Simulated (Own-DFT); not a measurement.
# How strain changes the stress of diamond silicon, 64 atoms (Si64)

Calculated, not measured: single-point runs of Own-DFT, a retired in-house plane-wave DFT program that no person has reviewed, on unrelaxed cells, without spin or spin-orbit coupling.

Common settings: PBE; PseudoDojo norm-conserving scalar-relativistic files; cutoff 20 hartree; 3 x 3 x 3 k mesh centred on Gamma; Fermi-Dirac smearing of 0.1 eV.

Keep in mind: k mesh not checked against a denser one; stress not checked against mesh or cutoff.

Unstrained cell vectors in Å: (10.862, 0.000, 0.000); (0.000, 10.862, 0.000); (0.000, 0.000, 10.862). The unstrained cell has measured lattice constants (interpolated for alloys), not those of this functional. That, the random moves and any unrelaxed bonds set the pressure at no strain. Each run strains this cell uniformly, with the atoms carried along. Each coordinate of each atom was shifted by a normal deviate of width 0.05 Å. Strains are tensor components in per cent; tension counts as positive stress, and P is minus the mean normal stress.

| run | e_xx (%) | e_yy (%) | e_zz (%) | e_yz (%) | e_xz (%) | e_xy (%) | s_xx (GPa) | s_yy (GPa) | s_zz (GPa) | s_yz (GPa) | s_xz (GPa) | s_xy (GPa) | P (GPa) | E (meV/atom) |
|---|---|---|---|---|---|---|---|---|---|---|---|---|---|---|
| 1 | 0.61 | 1.24 | -0.13 | 0.67 | 1.68 | 1.70 | -1.29 | -0.68 | -1.80 | 1.03 | 3.30 | 3.61 | 1.26 | 17.8 |
| 2 | -0.42 | 1.98 | -1.57 | 0.23 | 0.02 | 0.23 | -2.91 | -0.79 | -4.01 | -0.25 | 0.44 | 0.07 | 2.57 | 11.1 |
| 3 | 0.89 | -0.49 | -0.49 | 1.24 | 0.74 | 0.32 | -1.52 | -2.89 | -2.97 | 1.28 | 0.97 | 0.85 | 2.46 | 0.0 |
| 4 | -0.18 | -1.78 | -0.26 | -1.20 | 0.59 | -1.59 | -4.30 | -5.75 | -4.40 | -2.46 | 0.92 | -2.08 | 4.82 | 22.1 |
| 5 | 1.12 | -0.45 | -1.36 | 1.99 | 0.04 | 1.35 | -2.49 | -4.16 | -5.02 | 4.03 | -0.50 | 4.03 | 3.89 | 45.0 |
| 6 | -0.56 | 0.33 | -1.42 | -1.60 | -0.50 | 1.48 | -4.58 | -3.87 | -5.32 | -3.62 | -1.26 | 3.15 | 4.59 | 33.9 |
| 7 | 1.87 | 1.03 | 0.71 | -0.49 | 1.00 | -1.42 | 1.14 | 0.48 | 0.09 | -1.14 | 2.09 | -3.04 | -0.57 | 3.5 |
| 8 | -1.06 | -1.09 | -0.60 | -1.13 | -0.56 | -0.18 | -5.69 | -5.79 | -5.21 | -2.44 | -1.18 | 0.63 | 5.56 | 33.8 |
| 9 | -0.91 | 0.16 | -1.01 | 0.53 | 1.71 | -0.25 | -4.74 | -3.76 | -4.75 | -0.25 | 3.51 | -0.73 | 4.42 | 22.8 |
| 10 | -1.89 | -0.46 | -1.20 | -0.77 | -0.11 | 0.25 | -7.05 | -5.76 | -6.40 | -1.98 | -0.87 | 0.78 | 6.40 | 29.3 |
| 11 | -0.95 | -1.35 | 0.68 | 0.54 | -1.23 | -1.05 | -4.70 | -5.01 | -3.15 | 0.80 | -3.05 | -1.86 | 4.29 | 21.7 |
| 12 | -1.95 | -0.95 | 1.18 | -1.80 | 1.36 | 1.81 | -6.17 | -5.27 | -2.96 | -4.18 | 3.64 | 5.03 | 4.80 | 44.5 |
| 13 | 1.17 | -1.30 | 1.21 | 1.60 | -1.20 | 0.81 | -0.95 | -2.98 | -0.92 | 3.01 | -3.42 | 0.98 | 1.62 | 11.0 |
| 14 | 1.92 | -0.42 | -0.08 | 1.81 | 0.50 | -0.10 | -0.40 | -2.43 | -2.30 | 4.46 | 2.27 | -0.67 | 1.71 | 32.2 |
| 15 | -1.05 | 1.20 | 0.54 | 0.61 | -0.52 | 0.54 | -3.08 | -1.20 | -1.58 | 1.15 | -0.60 | 0.31 | 1.95 | 14.5 |
| 16 | -1.64 | 0.07 | -1.23 | 1.54 | 0.86 | -0.13 | ? | ? | ? | ? | ? | ? | ? | ? |

The last column gives the free energy per atom over the lowest of the runs shown.

## What the rows give

Each stress component was fitted by least squares to a constant and the strains of the runs shown, as fractions, with shears doubled. Shear strains stay in the fit of a normal stress only where such slopes are resolved. The slopes, in GPa:

| stress | at no strain | per e_xx | per e_yy | per e_zz | scatter |
|---|---|---|---|---|---|
| s_xx | -2.8 | 158 ± 6 | 69 ± 7 | 64 ± 8 | 0.28 |
| s_yy | -2.8 | 70 ± 6 | 158 ± 7 | 70 ± 8 | 0.28 |
| s_zz | -2.8 | 60 ± 5 | 72 ± 6 | 164 ± 7 | 0.23 |

The slope of each shear stress on twice its own strain, from a fit on all six strains: yz 96 ± 8, xz 112 ± 10, xy 109 ± 8 GPa. These are stiffnesses along x, y and z of the frame in which the cell vectors are given, which need not be the crystal's axes. These are clamped-ion slopes: internal relaxation, where symmetry allows it, would soften some. The table should be nearly symmetric about its diagonal, and what it lacks of that shows the noise. A ninth of the table's sum, 98 ± 3 GPa, estimates the bulk modulus near the mean pressure of these runs, 3.3 GPa, so it lies above the value at zero pressure.

## Check

The question: what normal stresses and pressure should run 16 give?

The fitted form gives s_xx = -6.2, s_yy = -4.7, s_zz = -5.7 and P = 5.5 GPa. Computed: -6.57, -4.93, -6.24 and P = 5.91 GPa.
